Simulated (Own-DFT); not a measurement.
# Response to strain: wurtzite AlGaN with randomly placed atoms, 72 atoms (Al27Ga9N36)

These are calculations, not measurements. The program, named Own-DFT, is a retired in-house plane-wave density functional code that no person has reviewed. Each row is one single-point run on a periodic cell that was not relaxed, without spin or spin-orbit coupling.

Settings of every run: PBE; PseudoDojo norm-conserving scalar-relativistic files (stringent for Ga); cutoff 96 hartree; 4 x 4 x 3 k mesh centred on Gamma; Gaussian smearing of 0.01 eV.

Known limits: forces on such cells passed a denser k mesh, each cell not checked; stress not checked against mesh or cutoff.

Unstrained cell vectors in Å: (9.394, 0.000, 0.000); (-4.697, 8.135, 0.000); (0.000, 0.000, 10.066). The unstrained cell has measured lattice constants (interpolated for alloys), not those of this functional. That, the random moves and any unrelaxed bonds set the pressure at no strain. Each run strains this cell uniformly, with the atoms carried along. Every atom was also moved at random, by a Gaussian of width 0.05 Å on each axis. The random placing of the alloy's atoms differs from row to row. Strain is the symmetric tensor, in per cent. Stress is positive in tension, and the pressure is minus a third of its trace.

```
run,e_xx (%),e_yy (%),e_zz (%),s_xx (GPa),s_yy (GPa),s_zz (GPa),P (GPa),E (meV/atom)
1,0.75,0.75,0.00,-1.95,-1.99,-7.45,3.80,19.8
2,3.00,3.00,0.00,8.35,9.07,-2.58,-4.95,9.2
3,-1.50,-1.50,0.00,-16.22,-13.99,-8.17,12.79,18.9
4,-0.25,-0.25,0.00,-8.56,-7.02,-5.92,7.16,4.6
5,0.50,0.50,0.00,-1.34,-2.14,-8.67,4.05,0.0
6,0.25,0.25,0.00,-5.44,-4.27,-5.12,4.94,0.6
7,-1.25,-1.25,0.00,-14.34,-14.04,-7.21,11.86,22.0
8,-1.75,-1.75,0.00,-16.04,-16.23,-10.04,14.10,28.8
9,-0.50,-0.50,0.00,?,?,?,?,?
```

E is the free energy for each atom above the lowest run shown.

## Worked fit

The change of volume is close to e_xx + e_yy + e_zz. A straight line through the runs shown gives P = 6.64 - 200 x (fractional change of volume) GPa, with an error of 7 on the slope and a scatter of 0.55 GPa. The strain isn't the same on all axes and the cell isn't cubic, so the slope belongs to this path and is not the bulk modulus.

## Withheld run

Question: what pressure should run 9 give? Its volume changes by -1.00 %.

The line gives 8.6 GPa. The calculation gave 9.04 GPa.
